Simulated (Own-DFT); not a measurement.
# Computed records: GaN (wurtzite, strained, atoms displaced)

Computed with Own-DFT development build. A calculation, not a measurement: plane-wave PBE density functional theory by an unreviewed code, no spin, of a simulated periodic cell, stress positive in tension, free energy of the whole cell less one offset for each atom, forces on such cells passed a denser k mesh, this cell's mesh not checked; offsets are fitted by least squares, one for each functional and potential file, so energies compare only between cells with the same atoms and settings and are not formation energies; the far tail of each file's local potential was reset to the Coulomb form; each entry is a single point on an unrelaxed cell, so the pressure reflects the starting lattice, mostly measured values (interpolated for alloys), from which strain is counted, and rises with the displacements; printed positions are rounded, which can move forces by about a meV/angstrom; the program, named Own-DFT, is a retired in-house code; no spin-orbit coupling.

Common to all runs: functional PBE; potential files PseudoDojo norm-conserving, scalar-relativistic, standard set with the stringent files for Ga; wave cutoff 96 hartree; occupations Gaussian; smearing width 0.01 eV; k mesh 3 x 4 x 3 centred on Gamma.

(1) 
```cif
# cell vector a (Å): 12.7560 0.0000 0.0000
# cell vector b (Å): -4.7835 8.2853 0.0000
# cell vector c (Å): 0.0000 0.0000 10.2922
data_GaN
_symmetry_space_group_name_H-M 'P 1'
_symmetry_Int_Tables_number 1
_cell_length_a 12.7560
_cell_length_b 9.5670
_cell_length_c 10.2922
_cell_angle_alpha 90.000
_cell_angle_beta 90.000
_cell_angle_gamma 120.000
_cell_volume 1087.75
loop_
_atom_site_label
_atom_site_type_symbol
_atom_site_fract_x
_atom_site_fract_y
_atom_site_fract_z
_atom_site_occupancy
Ga1 Ga 0.08092 0.21829 0.00608 1
Ga2 Ga 0.16448 0.10376 0.25066 1
N1 N 0.08695 0.23568 0.18567 1
N2 N 0.16061 0.11637 0.43415 1
Ga3 Ga 0.08231 0.21259 0.49990 1
Ga4 Ga 0.16280 0.10654 0.75816 1
N3 N 0.08387 0.22152 0.68721 1
N4 N 0.16369 0.10641 0.94031 1
Ga5 Ga 0.08437 0.55503 0.00500 1
Ga6 Ga 0.17039 0.45321 0.25252 1
N5 N 0.08526 0.55940 0.19068 1
N6 N 0.16531 0.43933 0.44167 1
Ga7 Ga 0.08504 0.55611 0.49507 1
Ga8 Ga 0.17017 0.44619 0.75721 1
N7 N 0.08700 0.56247 0.68333 1
N8 N 0.17002 0.42934 0.93873 1
Ga9 Ga 0.07843 0.88906 0.99750 1
Ga10 Ga 0.17095 0.78640 0.25628 1
N9 N 0.07503 0.89436 0.19531 1
N10 N 0.16995 0.78059 0.43319 1
Ga11 Ga 0.08500 0.89014 0.49212 1
Ga12 Ga 0.16520 0.77447 0.74857 1
N11 N 0.08467 0.88901 0.69165 1
N12 N 0.16691 0.77345 0.94229 1
Ga13 Ga 0.33044 0.21182 0.00142 1
Ga14 Ga 0.41623 0.10492 0.24487 1
N13 N 0.33356 0.22698 0.19225 1
N14 N 0.41684 0.10805 0.43512 1
Ga15 Ga 0.33139 0.22430 0.50319 1
Ga16 Ga 0.40919 0.10746 0.74810 1
N15 N 0.32991 0.22330 0.68724 1
N16 N 0.41502 0.10831 0.94220 1
Ga17 Ga 0.33176 0.55496 0.00348 1
Ga18 Ga 0.40920 0.44200 0.25446 1
N17 N 0.34741 0.56909 0.19713 1
N18 N 0.42360 0.45671 0.44132 1
Ga19 Ga 0.32919 0.55274 0.50436 1
Ga20 Ga 0.41580 0.44240 0.75629 1
N19 N 0.33375 0.55929 0.68670 1
N20 N 0.41339 0.44195 0.94563 1
Ga21 Ga 0.32714 0.87655 0.00622 1
Ga22 Ga 0.41785 0.77933 0.25992 1
N21 N 0.33024 0.88661 0.17917 1
N22 N 0.41422 0.77010 0.43750 1
Ga23 Ga 0.33340 0.88080 0.48936 1
Ga24 Ga 0.40750 0.76853 0.74041 1
N23 N 0.34135 0.89918 0.68757 1
N24 N 0.41732 0.78435 0.93803 1
Ga25 Ga 0.58412 0.21502 0.00970 1
Ga26 Ga 0.67353 0.11289 0.25470 1
N25 N 0.58695 0.21835 0.18850 1
N26 N 0.66368 0.11179 0.43684 1
Ga27 Ga 0.58355 0.22285 0.50021 1
Ga28 Ga 0.66827 0.10563 0.75536 1
N27 N 0.57984 0.22011 0.68440 1
N28 N 0.66339 0.11969 0.92748 1
Ga29 Ga 0.58432 0.55456 0.99533 1
Ga30 Ga 0.67287 0.44281 0.25777 1
N29 N 0.58652 0.55979 0.18865 1
N30 N 0.67751 0.45429 0.44790 1
Ga31 Ga 0.59258 0.56137 0.49646 1
Ga32 Ga 0.67092 0.44452 0.75288 1
N31 N 0.58716 0.56313 0.68260 1
N32 N 0.66347 0.44249 0.93634 1
Ga33 Ga 0.58389 0.89917 0.00451 1
Ga34 Ga 0.66234 0.77529 0.25275 1
N33 N 0.58405 0.88845 0.18824 1
N34 N 0.66637 0.77359 0.44273 1
Ga35 Ga 0.58199 0.88534 0.49230 1
Ga36 Ga 0.66877 0.77861 0.74466 1
N35 N 0.58784 0.88933 0.69307 1
N36 N 0.66955 0.77983 0.93754 1
Ga37 Ga 0.83378 0.22875 0.00493 1
Ga38 Ga 0.91983 0.11796 0.25462 1
N37 N 0.83853 0.22433 0.18266 1
N38 N 0.90952 0.09244 0.43584 1
Ga39 Ga 0.83361 0.22735 0.51050 1
Ga40 Ga 0.91508 0.11277 0.73665 1
N39 N 0.83107 0.22116 0.68959 1
N40 N 0.92495 0.12475 0.92789 1
Ga41 Ga 0.84167 0.55864 0.98877 1
Ga42 Ga 0.92150 0.45309 0.25352 1
N41 N 0.83835 0.55958 0.18943 1
N42 N 0.91887 0.44636 0.43139 1
Ga43 Ga 0.83438 0.55777 0.50680 1
Ga44 Ga 0.91768 0.45061 0.74706 1
N43 N 0.83479 0.55184 0.68911 1
N44 N 0.91687 0.44327 0.94425 1
Ga45 Ga 0.82849 0.88273 0.99784 1
Ga46 Ga 0.92167 0.78342 0.24462 1
N45 N 0.83734 0.89267 0.18948 1
N46 N 0.91365 0.76172 0.43546 1
Ga47 Ga 0.83055 0.88812 0.50340 1
Ga48 Ga 0.91031 0.77820 0.74567 1
N47 N 0.82699 0.89295 0.68977 1
N48 N 0.92418 0.78543 0.94362 1
_calc_free_energy_of_cell_above_offsets '-3.961'  # eV
_calc_pressure 8.63  # GPa
_calc_stress_xx -6.24  # GPa
_calc_stress_yy -7.48  # GPa
_calc_stress_zz -12.16  # GPa
_calc_stress_yz -0.49  # GPa
_calc_stress_xz 0.05  # GPa
_calc_stress_xy 0.06  # GPa
```

Force:
```tsv
element	x (eV/Å)	y (eV/Å)	z (eV/Å)
Ga	-0.082	-0.484	-1.062
Ga	-0.518	2.475	-0.587
N	0.483	-0.86	1.637
N	2.742	-1.364	0.256
Ga	-2.123	1.224	0.57
Ga	-0.075	0.473	-1.221
N	0.05	0.223	-0.009
N	0.292	0.337	0.733
Ga	0.472	-0.561	-0.614
Ga	0.674	-0.229	-0.178
N	0.333	0.709	0.32
N	-0.249	0.162	-0.323
Ga	-0.137	-0.299	0.224
Ga	-0.623	-0.59	-1.314
N	0.066	-1.256	0.508
N	-1.282	2.019	0.63
Ga	2.326	0.389	1.112
Ga	-0.829	-0.571	-2.602
N	3.634	-0.133	-1.755
N	-0.238	-0.317	1.531
Ga	-0.759	-0.172	1.124
Ga	0.535	1.153	0.454
N	-0.694	-0.312	-0.948
N	-1.065	-0.076	-0.633
Ga	-0.212	0.973	0.275
Ga	-0.26	1.143	0.326
N	0.182	-1.353	-0.247
N	-0.578	0.129	-0.058
Ga	0.476	0.297	-1.152
Ga	1.274	1.409	0.841
N	-0.229	-0.103	0.772
N	0.262	-0.408	-0.189
Ga	0.76	0.865	0.262
Ga	2.255	0.425	-0.03
N	-2.367	-1.027	-1.299
N	-0.306	-1.393	0.307
Ga	0.841	-0.6	-0.76
Ga	0.509	0.634	-0.603
N	0.139	-1.674	0.602
N	0.367	-0.178	-0.651
Ga	0.416	1.237	-2.98
Ga	0.139	0.76	-2.439
N	0.444	-0.007	3.652
N	0.102	0.437	1.229
Ga	-0.241	1.723	1.86
Ga	1.45	2.667	1.831
N	-1.247	-2.242	-1.236
N	0.456	-1.217	-0.3
Ga	-1.45	1.161	-2.093
Ga	0.003	-0.088	-0.971
N	-0.241	0.272	1.506
N	1.009	-0.114	0.739
Ga	-0.445	0.183	0.129
Ga	-1.536	0.181	-2.705
N	0.438	0.217	0.959
N	1.575	-0.539	3.543
Ga	-0.37	0.311	1.082
Ga	-0.755	0.84	-1.055
N	0.114	-1.304	0.337
N	-1.074	-1.9	-1.283
Ga	-1.11	-1.245	0.647
Ga	-1.532	-0.959	-0.908
N	0.165	-1.328	1.225
N	1.277	0.001	0.676
Ga	0.461	-0.93	-1.468
Ga	1.428	0.174	-0.616
N	-0.461	0.746	0.964
N	-0.357	1.336	-0.959
Ga	0.289	0.533	1.826
Ga	-1.469	-0.671	1.321
N	-1.353	-0.421	-1.451
N	-1.175	-0.145	-0.26
Ga	0.643	-1.398	-2.033
Ga	0.351	-0.713	-1.34
N	-0.66	0.338	2.071
N	-0.251	2.84	1.104
Ga	0.088	-0.601	-2.497
Ga	0.863	0.654	2.015
N	-0.062	1.142	0.436
N	-1.233	-1.422	0.734
Ga	-2.079	0.032	1.909
Ga	-0.368	-0.709	-1.723
N	-0.199	-0.329	-0.908
N	0.044	-0.565	2.546
Ga	1.384	-0.464	-0.891
Ga	1.559	-0.912	0.989
N	-0.671	1.086	0.705
N	0.952	0.518	-1.661
Ga	0.538	1.802	0.582
Ga	-2.746	-1.898	1.179
N	-0.869	0.121	-0.139
N	-0.204	2.599	0.558
Ga	0.852	-1.569	-0.772
Ga	1.052	0.582	0.574
N	2.162	-0.303	-0.594
N	-2.144	-1.582	-1.899
```

(2) 
```cif
# cell vector a (Å): 12.7560 0.0000 0.0000
# cell vector b (Å): -4.7835 8.2853 0.0000
# cell vector c (Å): 0.0000 0.0000 10.2922
data_GaN
_symmetry_space_group_name_H-M 'P 1'
_symmetry_Int_Tables_number 1
_cell_length_a 12.7560
_cell_length_b 9.5670
_cell_length_c 10.2922
_cell_angle_alpha 90.000
_cell_angle_beta 90.000
_cell_angle_gamma 120.000
_cell_volume 1087.75
loop_
_atom_site_label
_atom_site_type_symbol
_atom_site_fract_x
_atom_site_fract_y
_atom_site_fract_z
_atom_site_occupancy
Ga1 Ga 0.08290 0.22134 0.99585 1
Ga2 Ga 0.16649 0.11217 0.25440 1
N1 N 0.08418 0.22068 0.19032 1
N2 N 0.17270 0.10749 0.43094 1
Ga3 Ga 0.08951 0.22262 0.49626 1
Ga4 Ga 0.16029 0.11351 0.73965 1
N3 N 0.08167 0.23402 0.68566 1
N4 N 0.16619 0.10665 0.93784 1
Ga5 Ga 0.08530 0.55843 0.00740 1
Ga6 Ga 0.16593 0.43809 0.24747 1
N5 N 0.08784 0.55065 0.18786 1
N6 N 0.16153 0.43296 0.44107 1
Ga7 Ga 0.08030 0.55444 0.50438 1
Ga8 Ga 0.16688 0.43644 0.75582 1
N7 N 0.08838 0.55765 0.69072 1
N8 N 0.16927 0.43872 0.94741 1
Ga9 Ga 0.08626 0.88865 0.00615 1
Ga10 Ga 0.16411 0.77505 0.25712 1
N9 N 0.07896 0.89141 0.19152 1
N10 N 0.17377 0.78172 0.43646 1
Ga11 Ga 0.09213 0.89286 0.49279 1
Ga12 Ga 0.17144 0.77717 0.75420 1
N11 N 0.07992 0.89105 0.69622 1
N12 N 0.16629 0.78645 0.93709 1
Ga13 Ga 0.33554 0.23025 0.99369 1
Ga14 Ga 0.41605 0.11518 0.25497 1
N13 N 0.33443 0.22375 0.18597 1
N14 N 0.41123 0.10416 0.44191 1
Ga15 Ga 0.32894 0.21653 0.49456 1
Ga16 Ga 0.40682 0.10963 0.75439 1
N15 N 0.33802 0.22043 0.68384 1
N16 N 0.41775 0.11093 0.93699 1
Ga17 Ga 0.33441 0.54787 0.99273 1
Ga18 Ga 0.41843 0.44618 0.24829 1
N17 N 0.33303 0.55903 0.18476 1
N18 N 0.41946 0.44467 0.42748 1
Ga19 Ga 0.33201 0.55378 0.50337 1
Ga20 Ga 0.41232 0.44791 0.75035 1
N19 N 0.32926 0.55922 0.69339 1
N20 N 0.41515 0.44214 0.93760 1
Ga21 Ga 0.34136 0.89464 0.99782 1
Ga22 Ga 0.42335 0.77092 0.25491 1
N21 N 0.33763 0.88859 0.18382 1
N22 N 0.41011 0.78193 0.44100 1
Ga23 Ga 0.33260 0.88446 0.49890 1
Ga24 Ga 0.42045 0.77913 0.76652 1
N23 N 0.33639 0.88111 0.69289 1
N24 N 0.42172 0.78345 0.94577 1
Ga25 Ga 0.58399 0.21678 0.99515 1
Ga26 Ga 0.66459 0.10503 0.25470 1
N25 N 0.58290 0.23117 0.18595 1
N26 N 0.66249 0.10958 0.43584 1
Ga27 Ga 0.58367 0.22020 0.50232 1
Ga28 Ga 0.65978 0.11436 0.74634 1
N27 N 0.58043 0.22311 0.70016 1
N28 N 0.66077 0.10388 0.94168 1
Ga29 Ga 0.58145 0.56171 0.01041 1
Ga30 Ga 0.66732 0.43787 0.24614 1
N29 N 0.58729 0.54994 0.19388 1
N30 N 0.66374 0.43811 0.43585 1
Ga31 Ga 0.58701 0.56175 0.50479 1
Ga32 Ga 0.66801 0.44625 0.74829 1
N31 N 0.58579 0.54841 0.68476 1
N32 N 0.67190 0.45845 0.93188 1
Ga33 Ga 0.58532 0.89127 0.99700 1
Ga34 Ga 0.66520 0.77740 0.24631 1
N33 N 0.58828 0.89315 0.19241 1
N34 N 0.66014 0.77582 0.43345 1
Ga35 Ga 0.58454 0.88979 0.50044 1
Ga36 Ga 0.66934 0.77641 0.75018 1
N35 N 0.58081 0.89732 0.68938 1
N36 N 0.67293 0.78147 0.93869 1
Ga37 Ga 0.82216 0.21175 0.99705 1
Ga38 Ga 0.91604 0.12073 0.24447 1
N37 N 0.83329 0.22612 0.19425 1
N38 N 0.92078 0.11926 0.43931 1
Ga39 Ga 0.83883 0.21668 0.49613 1
Ga40 Ga 0.92308 0.11840 0.75134 1
N39 N 0.83664 0.22276 0.68284 1
N40 N 0.91906 0.11564 0.93187 1
Ga41 Ga 0.82858 0.54586 0.00009 1
Ga42 Ga 0.92124 0.45385 0.25053 1
N41 N 0.83994 0.56898 0.19265 1
N42 N 0.91839 0.44657 0.43871 1
Ga43 Ga 0.83476 0.56710 0.50154 1
Ga44 Ga 0.91323 0.44545 0.74377 1
N43 N 0.83503 0.55339 0.67900 1
N44 N 0.91860 0.44875 0.93503 1
Ga45 Ga 0.83960 0.88757 0.00351 1
Ga46 Ga 0.92021 0.77775 0.25022 1
N45 N 0.82732 0.89066 0.18798 1
N46 N 0.92693 0.78374 0.43148 1
Ga47 Ga 0.83568 0.90278 0.50404 1
Ga48 Ga 0.91561 0.77023 0.74431 1
N47 N 0.83184 0.89149 0.68783 1
N48 N 0.91551 0.77500 0.94040 1
_calc_free_energy_of_cell_above_offsets '-4.612'  # eV
_calc_pressure 8.35  # GPa
_calc_stress_xx -6.63  # GPa
_calc_stress_yy -7.48  # GPa
_calc_stress_zz -10.95  # GPa
_calc_stress_yz -0.29  # GPa
_calc_stress_xz -0.06  # GPa
_calc_stress_xy 0.54  # GPa
```

Force:
```tsv
element	x (eV/Å)	y (eV/Å)	z (eV/Å)
Ga	0.48	-0.964	0.983
Ga	0.388	0.128	-2.613
N	-0.389	-0.379	-0.556
N	-1.634	0.349	1.935
Ga	-0.592	-0.83	0.169
Ga	1.123	-0.136	1.455
N	1.443	-1.737	-0.683
N	-0.277	0.947	-0.614
Ga	-0.063	0.171	-1.85
Ga	0.585	0.614	0.657
N	-1.088	0.8	1.037
N	0.34	2.077	-0.673
Ga	0.782	-0.055	-0.322
Ga	-1.163	2.043	0.351
N	-0.552	-0.378	0.345
N	-0.971	1.039	-1.218
Ga	-1.044	0.149	-0.847
Ga	1.073	0.57	-2.3
N	1.75	0.096	0.023
N	-0.994	-1.211	1.087
Ga	-0.756	-0.912	1.557
Ga	-0.776	0.189	-0.607
N	1.255	-0.171	-2.013
N	1.744	-1.236	1.008
Ga	0.085	-2.231	1.141
Ga	0.403	-0.851	-1.063
N	-0.471	0.012	-0.044
N	0.727	0.761	-0.001
Ga	1.693	1.616	0.463
Ga	1.958	-1.001	-0.669
N	-2.652	1.034	-0.092
N	-0.354	0.729	0.431
Ga	-0.946	1.492	1.714
Ga	-0.307	-0.24	-0.966
N	0.865	-0.778	0.012
N	-0.626	0.069	2.789
Ga	-0.006	0.166	-0.777
Ga	1.348	-0.528	-0.884
N	1.185	-0.156	-0.025
N	1.065	1.122	-0.515
Ga	-1.657	-0.458	0.937
Ga	-1.765	0.971	-0.677
N	-0.402	0.063	1.286
N	2.795	-1.621	-0.348
Ga	-0.33	1.03	1.506
Ga	-0.335	0.201	-2.441
N	-0.848	0.986	-0.21
N	0.154	-1.48	0.188
Ga	-1.333	1.651	0.566
Ga	-0.6	1.527	-0.985
N	0.906	-2.242	-0.397
N	0.992	0.065	1.242
Ga	-0.776	0.187	0.414
Ga	1.978	-0.053	0.352
N	-0.707	0.214	-1.54
N	0.363	0.761	-1.217
Ga	1.202	-0.293	-1.459
Ga	0.647	1.442	1.123
N	-1.206	0.987	-0.549
N	0.21	0.992	0.601
Ga	-0.079	-1.171	-1.962
Ga	0.418	-0.257	0.052
N	-1.745	1.223	1.106
N	-0.827	-1.59	1.201
Ga	0.959	-0.95	1.222
Ga	0.594	-0.405	0.387
N	-0.554	-0.851	-1.097
N	1.181	0.647	0.919
Ga	-1.116	-0.172	0.174
Ga	-0.833	0.164	-0.018
N	1.19	-1.439	0.149
N	-0.993	-0.251	0.186
Ga	1.688	1.578	0.453
Ga	1.017	-1.274	0.535
N	-0.901	0.419	-1.202
N	1.498	-1.18	-1.038
Ga	-2.466	1.686	0.401
Ga	-1.423	-0.854	-0.769
N	-0.979	-0.228	0.819
N	-0.453	-0.499	1.662
Ga	0.504	1.595	0.313
Ga	-0.161	-0.565	0.115
N	-0.139	-2.414	-1.031
N	-0.43	-0.027	0.129
Ga	0.288	-1.142	-2.334
Ga	1.578	-0.319	0.496
N	-0.908	0.266	1.558
N	0.086	-1.078	0.359
Ga	-0.542	0.395	-0.64
Ga	-1.834	1.252	-0.31
N	1.423	0.559	0.477
N	-1.363	0.334	1.802
Ga	0.459	-1.392	-1.344
Ga	-0.64	0.79	1.31
N	0.849	0.021	0.228
N	0.732	-0.18	-0.523
```
